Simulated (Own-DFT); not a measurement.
Simulation results for Si12O23 (quartz with two neutral oxygen vacancies, strained, atoms displaced)

All values are calculated (Own-DFT development build). A calculation, not a measurement: plane-wave PBE and HSE06 DFT by an unreviewed code, no spin, of a simulated cell at Gamma alone, so results move with cell size and shape, stress positive in tension, energies less offsets, not probed for a lower state with spin; oxygen file: force components 24 meV/angstrom off all-electron in a glass; k mesh not checked against a denser one; forces and stress are PBE's, HSE06 gives the energy alone, and its difference from PBE has offsets of its own; offsets are fitted by least squares, one for each functional and potential file, so energies compare only between cells with the same atoms and settings and are not formation energies; the far tail of each file's local potential was reset to the Coulomb form; each entry is a single point on an unrelaxed cell, so the pressure reflects the starting lattice, mostly measured values (interpolated for alloys), from which strain is counted, and rises with the displacements; printed positions are rounded, which can move forces by about a meV/angstrom; the program, named Own-DFT, is a retired in-house code; no spin-orbit coupling.

Settings shared by all entries: first functional PBE; second functional HSE06; exact exchange share 0.25; screening 0.11 1/bohr; exchange divergence Gygi-Baldereschi; potential files PseudoDojo norm-conserving, scalar-relativistic, made for PBE, standard set; wave cutoff 48 hartree; occupations fixed; k mesh 1 x 1 x 1 centred on Gamma.

(1) Si12O23 (quartz with two neutral oxygen vacancies, strained, atoms displaced)

```cif
# cell vector a (Å): 9.8486 0.0701 0.1861
# cell vector b (Å): -4.8636 8.4069 0.0319
# cell vector c (Å): 0.2048 0.1588 10.9269
data_Si12O23
_symmetry_space_group_name_H-M 'P 1'
_symmetry_Int_Tables_number 1
_cell_length_a 9.8506
_cell_length_b 9.7124
_cell_length_c 10.9300
_cell_angle_alpha 89.629
_cell_angle_beta 87.838
_cell_angle_gamma 119.633
_cell_volume 907.92
loop_
_atom_site_label
_atom_site_type_symbol
_atom_site_fract_x
_atom_site_fract_y
_atom_site_fract_z
_atom_site_occupancy
Si1 Si 0.23500 0.00128 0.99613 1
Si2 Si 0.00156 0.23158 0.33519 1
Si3 Si 0.26876 0.27386 0.17111 1
O1 O 0.20904 0.12980 0.05677 1
O2 O 0.36712 0.07121 0.39238 1
O3 O 0.07341 0.36823 0.43999 1
O4 O 0.29763 0.42671 0.10890 1
Si4 Si 0.23437 0.00223 0.49710 1
Si5 Si 0.99779 0.23604 0.83580 1
Si6 Si 0.25955 0.26518 0.66867 1
O5 O 0.20836 0.13601 0.55898 1
O6 O 0.42813 0.29372 0.72510 1
O7 O 0.36330 0.07425 0.89682 1
O8 O 0.07525 0.36541 0.93978 1
O9 O 0.13935 0.20806 0.77563 1
O10 O 0.29399 0.42301 0.60529 1
Si7 Si 0.24000 0.50392 0.99870 1
Si8 Si 0.00515 0.74060 0.33410 1
Si9 Si 0.26110 0.76683 0.16734 1
O11 O 0.21062 0.63401 0.06268 1
O12 O 0.42247 0.78802 0.22241 1
O13 O 0.36852 0.57559 0.39218 1
O14 O 0.06571 0.86002 0.44325 1
O15 O 0.13209 0.70812 0.27024 1
O16 O 0.29514 0.93044 0.10570 1
Si10 Si 0.22743 0.49311 0.49730 1
Si11 Si 0.00596 0.73529 0.83233 1
Si12 Si 0.26698 0.76779 0.66708 1
O17 O 0.20235 0.63003 0.55599 1
O18 O 0.42700 0.79483 0.72181 1
O19 O 0.37115 0.57483 0.89306 1
O20 O 0.06855 0.86480 0.93997 1
O21 O 0.13524 0.70466 0.76960 1
O22 O 0.29016 0.92411 0.60757 1
Si13 Si 0.73974 0.99786 0.00328 1
Si14 Si 0.49725 0.23010 0.33263 1
Si15 Si 0.76172 0.26272 0.16916 1
O23 O 0.71121 0.13847 0.05823 1
O24 O 0.92229 0.29087 0.22709 1
O25 O 0.86864 0.07845 0.39154 1
O26 O 0.56535 0.36329 0.44137 1
O27 O 0.62856 0.20444 0.27090 1
O28 O 0.79307 0.42483 0.10205 1
Si16 Si 0.73586 0.00711 0.50588 1
Si17 Si 0.49298 0.23211 0.83278 1
Si18 Si 0.76748 0.26974 0.66569 1
O29 O 0.70488 0.13931 0.55221 1
O30 O 0.92406 0.29281 0.72884 1
O31 O 0.85994 0.06704 0.89366 1
O32 O 0.56722 0.36295 0.93669 1
O33 O 0.63268 0.20706 0.77127 1
O34 O 0.78079 0.41869 0.60178 1
Si19 Si 0.73123 0.49792 0.00121 1
Si20 Si 0.50567 0.73677 0.33363 1
Si21 Si 0.75954 0.76328 0.16835 1
O35 O 0.70728 0.63165 0.05914 1
O36 O 0.92969 0.79377 0.22873 1
O37 O 0.87324 0.57596 0.39023 1
O38 O 0.57195 0.86608 0.44156 1
O39 O 0.63918 0.71293 0.27243 1
O40 O 0.79201 0.92578 0.10427 1
Si22 Si 0.73182 0.49531 0.49627 1
Si23 Si 0.49610 0.72357 0.83380 1
Si24 Si 0.76722 0.77276 0.66868 1
O41 O 0.71338 0.64249 0.55703 1
O42 O 0.92647 0.78975 0.72672 1
O43 O 0.86336 0.57324 0.89192 1
O44 O 0.57081 0.86915 0.94156 1
O45 O 0.63516 0.71251 0.77674 1
O46 O 0.79377 0.92719 0.60615 1
```

The calculation gives: PBE energy of cell above offsets -18.857 eV; HSE06 less PBE above offsets 0.141 eV; PBE pressure 7.33 GPa; PBE stress xx -5.75 GPa; PBE stress yy -10.18 GPa; PBE stress zz -6.07 GPa; PBE stress yz 7.63 GPa; PBE stress xz 7.89 GPa; PBE stress xy 0.82 GPa.

Force:
```csv
element,x (eV/Å),y (eV/Å),z (eV/Å)
Si,-1.521,-3.975,2.672
Si,2.507,3.95,-4.119
Si,1.494,-5.948,3.077
O,-2.37,3.723,2.739
O,0.09,-1.909,-0.05
O,-1.223,-1.709,-0.686
O,-1.677,4.089,-3.022
Si,-0.872,-2.614,1.738
Si,0.579,-0.71,-0.201
Si,4.816,-0.701,-1.751
O,-0.529,0.265,0.305
O,-1.537,-0.119,-0.863
O,2.315,-0.011,-3.091
O,0.572,1.144,0.718
O,-3.489,-1.306,3.057
O,-1.548,2.349,-1.576
Si,-1.338,-2.292,1.716
Si,-1.427,-0.177,-0.598
Si,3.225,0.511,-1.42
O,-0.493,-0.043,-0.448
O,1.11,0.111,1.073
O,-0.009,-1.354,0.316
O,1.171,2.544,1.395
O,-0.201,-0.986,1.521
O,-0.331,0.277,-0.57
Si,2.122,2,1.178
Si,-2.511,0.29,0.491
Si,2.297,-2.234,-2.546
O,-0.33,1.285,1.479
O,1.558,-0.722,1.46
O,-1.175,-4.829,1.317
O,0.845,0.433,0.069
O,-0.595,-1.2,1.804
O,-1.354,2.489,-1.854
Si,-5.37,-0.547,-1.072
Si,-2.765,3.363,-1.027
Si,2.476,0.482,-2.198
O,0.239,-0.498,0.243
O,0.325,0.165,0.541
O,-1.376,-3.918,2.296
O,0.466,0.141,-0.387
O,0.067,-1.107,1.037
O,-0.067,0.114,0.624
Si,0.499,-3.36,-2.882
Si,1.507,1.649,-0.896
Si,0.404,-2.412,0.505
O,-0.874,2.067,2.005
O,0.215,0.167,-0.476
O,2.399,1.858,-2.592
O,0.605,1.42,1.349
O,-0.453,-0.598,0.685
O,0.315,1.837,-0.077
Si,0.144,-2.051,-1.95
Si,-3.411,1.349,-0.046
Si,5.793,0.689,-2.913
O,-1.554,1.823,1.66
O,-2.275,0.275,-1.543
O,-1.035,-2.39,1.097
O,0.931,1.176,0.472
O,-1.497,-1.777,2.715
O,1.685,-0.73,2.07
Si,-1.35,2.1,-0.652
Si,-1.361,8.853,-1.16
Si,2.966,-3.523,-0.086
O,0.226,-0.544,0.258
O,-0.399,0.431,-0.304
O,0.618,-0.247,-0.388
O,0.51,-1.048,-0.588
O,2.251,-0.828,-0.791
O,-1.027,2.998,-0.857
```

(2) Si12O23 (quartz with two neutral oxygen vacancies, strained, atoms displaced)

```cif
# cell vector a (Å): 9.6683 -0.1187 -0.0453
# cell vector b (Å): -4.9370 8.5726 0.1209
# cell vector c (Å): -0.0498 0.1248 11.0040
data_Si12O23
_symmetry_space_group_name_H-M 'P 1'
_symmetry_Int_Tables_number 1
_cell_length_a 9.6691
_cell_length_b 9.8933
_cell_length_c 11.0048
_cell_angle_alpha 88.607
_cell_angle_beta 90.536
_cell_angle_gamma 120.642
_cell_volume 905.45
loop_
_atom_site_label
_atom_site_type_symbol
_atom_site_fract_x
_atom_site_fract_y
_atom_site_fract_z
_atom_site_occupancy
Si1 Si 0.23372 0.99728 0.00046 1
Si2 Si 0.99680 0.24120 0.33451 1
Si3 Si 0.26026 0.26257 0.16961 1
O1 O 0.41465 0.28526 0.22700 1
O2 O 0.36458 0.07402 0.39155 1
O3 O 0.07010 0.36520 0.44126 1
O4 O 0.13141 0.20065 0.27268 1
O5 O 0.29184 0.42419 0.10392 1
Si4 Si 0.23321 0.99975 0.49842 1
Si5 Si 0.00071 0.23649 0.83317 1
Si6 Si 0.26057 0.26127 0.66773 1
O6 O 0.20864 0.12680 0.56268 1
O7 O 0.42420 0.29485 0.72311 1
O8 O 0.37151 0.07043 0.89180 1
O9 O 0.06964 0.36424 0.94468 1
O10 O 0.13156 0.20906 0.77716 1
O11 O 0.29173 0.42299 0.60581 1
Si7 Si 0.23459 0.50167 0.00360 1
Si8 Si 0.00166 0.73964 0.33784 1
Si9 Si 0.25820 0.76353 0.16257 1
O12 O 0.19904 0.62817 0.06293 1
O13 O 0.43284 0.79623 0.22737 1
O14 O 0.36868 0.57852 0.39684 1
O15 O 0.07032 0.86483 0.43970 1
O16 O 0.13815 0.70613 0.27593 1
Si10 Si 0.23187 0.49540 0.50012 1
Si11 Si 0.00241 0.73207 0.83223 1
Si12 Si 0.26776 0.76373 0.66669 1
O17 O 0.21126 0.63633 0.56450 1
O18 O 0.42008 0.78769 0.72584 1
O19 O 0.36592 0.57384 0.89184 1
O20 O 0.06770 0.86277 0.93638 1
O21 O 0.12964 0.70517 0.77197 1
O22 O 0.28856 0.92640 0.60868 1
Si13 Si 0.73121 0.99465 0.99938 1
Si14 Si 0.50235 0.23266 0.33002 1
Si15 Si 0.76167 0.25815 0.16439 1
O23 O 0.70215 0.12984 0.05703 1
O24 O 0.92827 0.29338 0.22905 1
O25 O 0.86653 0.07494 0.39373 1
O26 O 0.57207 0.36400 0.43920 1
O27 O 0.63516 0.20491 0.27460 1
O28 O 0.79440 0.42440 0.10561 1
Si16 Si 0.73623 0.00247 0.49660 1
Si17 Si 0.50067 0.23992 0.83196 1
Si18 Si 0.76598 0.26456 0.66481 1
O29 O 0.70446 0.13291 0.55395 1
O30 O 0.92326 0.28993 0.73078 1
O31 O 0.86854 0.07160 0.89439 1
O32 O 0.57508 0.36745 0.93982 1
O33 O 0.63304 0.20778 0.77338 1
O34 O 0.79572 0.42610 0.61106 1
Si19 Si 0.73471 0.50156 0.99915 1
Si20 Si 0.50223 0.73558 0.33364 1
Si21 Si 0.76609 0.76665 0.16958 1
O35 O 0.70955 0.63498 0.05443 1
O36 O 0.92981 0.79812 0.22572 1
O37 O 0.86970 0.57710 0.39035 1
O38 O 0.57288 0.86367 0.44055 1
O39 O 0.63457 0.70922 0.27861 1
O40 O 0.78966 0.92345 0.10555 1
Si22 Si 0.73779 0.49475 0.49475 1
Si23 Si 0.50005 0.73166 0.83603 1
Si24 Si 0.77582 0.77458 0.66449 1
O41 O 0.70317 0.63318 0.55742 1
O42 O 0.92788 0.79405 0.72681 1
O43 O 0.86580 0.57411 0.89065 1
O44 O 0.57255 0.86423 0.94093 1
O45 O 0.63088 0.70264 0.77837 1
O46 O 0.79538 0.92247 0.60833 1
```

Results for Si12O23 (quartz with two neutral oxygen vacancies, strained, atoms displaced): PBE energy of cell above offsets -20.673 eV; HSE06 less PBE above offsets 0.057 eV; PBE pressure 7.29 GPa; PBE stress xx -11.11 GPa; PBE stress yy -6.56 GPa; PBE stress zz -4.19 GPa; PBE stress yz 3.23 GPa; PBE stress xz -1.46 GPa; PBE stress xy -3.15 GPa.

Force:
```csv
element,x (eV/Å),y (eV/Å),z (eV/Å)
Si,0.254,-0.007,2.359
Si,3.47,-1.723,0.503
Si,-1.051,-1.572,-4.284
O,4.523,0.998,1.659
O,0.206,-0.683,-0.047
O,-0.856,-0.393,-0.164
O,-3.035,-0.156,2.419
O,1.055,-0.219,1.215
Si,1.096,-0.493,0.965
Si,-0.873,0.394,2.98
Si,-0.686,-0.913,-1.302
O,-1.705,1.77,0.943
O,1.953,0.353,1.214
O,-0.496,-0.086,0.255
O,-0.22,-0.531,-0.858
O,2.032,-0.49,-1.04
O,-0.131,-0.064,-0.045
Si,-0.746,0.036,-1.748
Si,1.577,0.424,-3.283
Si,0.952,3.018,-0.937
O,0.148,-0.721,-0.521
O,-1.536,0.164,-1.506
O,-0.469,-1.738,0.289
O,-0.503,0.706,0.842
O,-1.904,-0.128,1.566
Si,0.064,2.978,1.336
Si,-1.784,1.49,0.23
Si,-3.745,0.421,-0.928
O,0.287,-2.337,-1.948
O,4.453,0.871,2.505
O,-1.323,-2.266,1.794
O,0.089,0.628,0.421
O,2.362,-0.571,-0.927
O,0.512,-0.269,-0.189
Si,0.382,1.901,-0.004
Si,-1.809,1.103,0.947
Si,0.181,0.741,-1.383
O,0.142,0.071,0.541
O,-1.716,0.897,-2.232
O,0.933,0.239,-0.93
O,-0.238,-1.167,-1.194
O,0.646,-0.459,-0.228
O,-0.047,-0.143,0.128
Si,-0.448,-1.677,2.352
Si,0.311,-0.263,0.245
Si,-0.948,-2.025,0.029
O,-0.045,0.978,1.168
O,0.262,0.741,-1.122
O,-0.23,-0.376,0.244
O,-1.159,-1.168,-0.761
O,0.397,-0.095,-0.484
O,-0.642,1.605,-1.897
Si,1.1,0.253,0.313
Si,-1.367,1.213,0.808
Si,-0.74,-1.799,-1.916
O,-0.827,1.57,2.145
O,1.588,0.125,0.936
O,-0.142,-1.962,0.389
O,-0.13,0.305,0.205
O,2.403,-0.629,-1.185
O,0.393,0.335,0.671
Si,-1.803,2.271,3.302
Si,-0.243,2.32,-1.413
Si,-1.772,-7.027,1.171
O,1.404,-0.44,0.024
O,2.274,0.55,0.69
O,-0.242,-1.521,0.598
O,-1.41,-1.394,-0.898
O,2.212,0.63,-1.9
O,-2.641,5.407,-3.128
```

(3) Si12O23 (quartz with two neutral oxygen vacancies, strained, atoms displaced)

```cif
# cell vector a (Å): 9.7966 0.1357 0.1751
# cell vector b (Å): -4.7808 8.2792 -0.1055
# cell vector c (Å): 0.1926 -0.0228 10.6274
data_Si12O23
_symmetry_space_group_name_H-M 'P 1'
_symmetry_Int_Tables_number 1
_cell_length_a 9.7991
_cell_length_b 9.5610
_cell_length_c 10.6292
_cell_angle_alpha 91.258
_cell_angle_beta 87.940
_cell_angle_gamma 119.216
_cell_volume 868.58
loop_
_atom_site_label
_atom_site_type_symbol
_atom_site_fract_x
_atom_site_fract_y
_atom_site_fract_z
_atom_site_occupancy
Si1 Si 0.23541 0.00012 0.00346 1
Si2 Si 0.99665 0.23565 0.33665 1
Si3 Si 0.26007 0.26134 0.16996 1
O1 O 0.42025 0.28498 0.22603 1
O2 O 0.36094 0.07258 0.39581 1
O3 O 0.07197 0.36631 0.43953 1
O4 O 0.13356 0.20647 0.27929 1
O5 O 0.29636 0.42295 0.11029 1
Si4 Si 0.23665 0.99263 0.50128 1
Si5 Si 0.00472 0.24021 0.82697 1
Si6 Si 0.27306 0.26958 0.66638 1
O6 O 0.20392 0.13210 0.55991 1
O7 O 0.42510 0.29311 0.72309 1
O8 O 0.36455 0.07300 0.89371 1
O9 O 0.07096 0.36451 0.94304 1
O10 O 0.13409 0.20395 0.77306 1
O11 O 0.29104 0.42158 0.60842 1
Si7 Si 0.23790 0.50087 0.00095 1
Si8 Si 0.99958 0.73768 0.33538 1
Si9 Si 0.26964 0.76217 0.17156 1
O12 O 0.20714 0.63526 0.06016 1
O13 O 0.41926 0.79373 0.22989 1
O14 O 0.36227 0.56871 0.39531 1
O15 O 0.07434 0.86699 0.43433 1
O16 O 0.13345 0.70674 0.26974 1
Si10 Si 0.23688 0.49935 0.50407 1
Si11 Si 0.00013 0.73980 0.83318 1
Si12 Si 0.26513 0.76087 0.66843 1
O17 O 0.20481 0.63435 0.56154 1
O18 O 0.42902 0.79888 0.72890 1
O19 O 0.36357 0.57350 0.89367 1
O20 O 0.07341 0.86660 0.94052 1
O21 O 0.13792 0.70831 0.77346 1
O22 O 0.29668 0.92679 0.60973 1
Si13 Si 0.73485 0.00014 0.00347 1
Si14 Si 0.49758 0.23541 0.33010 1
Si15 Si 0.76865 0.26642 0.16434 1
O23 O 0.70492 0.13383 0.05616 1
O24 O 0.93249 0.29292 0.22878 1
O25 O 0.86595 0.07111 0.39831 1
O26 O 0.57114 0.36423 0.44156 1
O27 O 0.63037 0.20519 0.27413 1
O28 O 0.79058 0.42714 0.10804 1
Si16 Si 0.73523 0.00127 0.49971 1
Si17 Si 0.49538 0.23150 0.83191 1
Si18 Si 0.75864 0.25873 0.67175 1
O29 O 0.70316 0.13108 0.55992 1
O30 O 0.92966 0.29534 0.73114 1
O31 O 0.86488 0.06814 0.89349 1
O32 O 0.56581 0.36259 0.93680 1
O33 O 0.63238 0.20008 0.77368 1
O34 O 0.79048 0.42178 0.60695 1
Si19 Si 0.73790 0.50337 0.99538 1
Si20 Si 0.50491 0.73617 0.33017 1
Si21 Si 0.76275 0.77108 0.17062 1
O35 O 0.70460 0.63453 0.06362 1
O36 O 0.92635 0.78969 0.22726 1
O37 O 0.86835 0.57628 0.39020 1
O38 O 0.57580 0.87005 0.43771 1
O39 O 0.63893 0.70903 0.27379 1
O40 O 0.79230 0.93056 0.11024 1
Si22 Si 0.73208 0.49826 0.50502 1
Si23 Si 0.50204 0.73424 0.83555 1
Si24 Si 0.76010 0.75701 0.66314 1
O41 O 0.70723 0.63186 0.56039 1
O42 O 0.92855 0.79030 0.73209 1
O43 O 0.86665 0.57325 0.88881 1
O44 O 0.57928 0.86862 0.93840 1
O45 O 0.63038 0.70694 0.77348 1
O46 O 0.79592 0.92731 0.60784 1
```

To be estimated
1. Estimate the PBE pressure of Si12O23 (quartz with two neutral oxygen vacancies, strained, atoms displaced) (entry 3).
2. Give the missing PBE stress xx for Si12O23 (quartz with two neutral oxygen vacancies, strained, atoms displaced) (entry 3).
3. Si12O23 (quartz with two neutral oxygen vacancies, strained, atoms displaced) (entry 3): PBE stress yy?

## Answers
1. 16.22 GPa
2. -14.57 GPa
3. -15.62 GPa

Further results for Si12O23 (quartz with two neutral oxygen vacancies, strained, atoms displaced) (entry 3):

```
PBE energy of cell above offsets : -17.305 eV
HSE06 less PBE above offsets     : -0.884 eV
PBE stress zz                    : -18.47 GPa
PBE stress yz                    : -0.31 GPa
PBE stress xz                    : 5.73 GPa
PBE stress xy                    : 2.1 GPa
```

Force:
```csv
element,x (eV/Å),y (eV/Å),z (eV/Å)
Si,-0.383,-0.399,4.797
Si,1.132,-1.383,0.071
Si,2.209,-3.822,-2.33
O,-0.054,1.082,-0.659
O,2.354,1.033,-2.554
O,0.358,2.354,2.717
O,-0.226,-1.07,0.834
O,-1.26,2.936,-1.691
Si,-2.739,0.167,0.97
Si,0.117,-2.911,4.413
Si,-1.444,-4.318,0.151
O,0.107,-0.385,-0.15
O,3.042,0.58,1.112
O,0.488,-0.799,-1.14
O,0.512,0.998,0.766
O,1.665,-0.218,-0.211
O,-1.014,3.661,-0.95
Si,-1.172,-2.913,1.103
Si,0.692,-1.544,-3.31
Si,-4.969,3.22,-4.609
O,-0.352,-0.582,-0.491
O,5.821,0.73,2.287
O,2.313,1.932,-2.387
O,0.427,2.983,3.812
O,-1.26,-1.202,2.13
Si,-1.744,-2.059,-0.837
Si,3.027,-1.423,1.07
Si,1.688,2.45,0.919
O,-0.38,-1.185,-1.429
O,0.598,-0.377,0.03
O,1.564,-0.093,-1.551
O,-0.543,1.327,1.385
O,-1.895,-1.187,2.246
O,0.108,0.448,0.029
Si,1.269,-1.08,-2.726
Si,-0.798,-1.035,1.702
Si,0.54,-0.125,2.002
O,-1.796,1.745,0.97
O,-2.988,0.383,-2.569
O,1.756,0.68,-2.463
O,-0.079,1.109,0.926
O,2.492,-0.418,-1
O,-0.292,1.279,-0.902
Si,0.224,-2.78,1.53
Si,0.065,0.099,-0.989
Si,4.044,1.879,-1.978
O,-1.384,1.238,0.616
O,-3.825,0.929,-3.568
O,1.202,1.381,-1.33
O,1.195,2.916,2.043
O,-2.438,-1.444,2.922
O,0.134,0.675,0.589
Si,-1.705,-2.28,1.309
Si,-3.236,-1.026,1.713
Si,6.005,-0.102,-2.282
O,-0.485,-0.001,-0.778
O,-2.066,0.838,-1.542
O,-1.325,-2.892,2.063
O,-0.479,-0.299,0.258
O,-1.898,-2.112,2.982
O,0.058,1.174,0.685
Si,2.755,-3.079,-4.179
Si,-3.25,0.873,-0.476
Si,1.694,4.756,4.235
O,-2.211,-0.13,-1.321
O,-4.601,0.858,-4.55
O,0.668,-0.756,-0.644
O,-0.744,0.167,1.436
O,2.922,-1.373,-1.043
O,-0.209,-0.075,-0.177
```
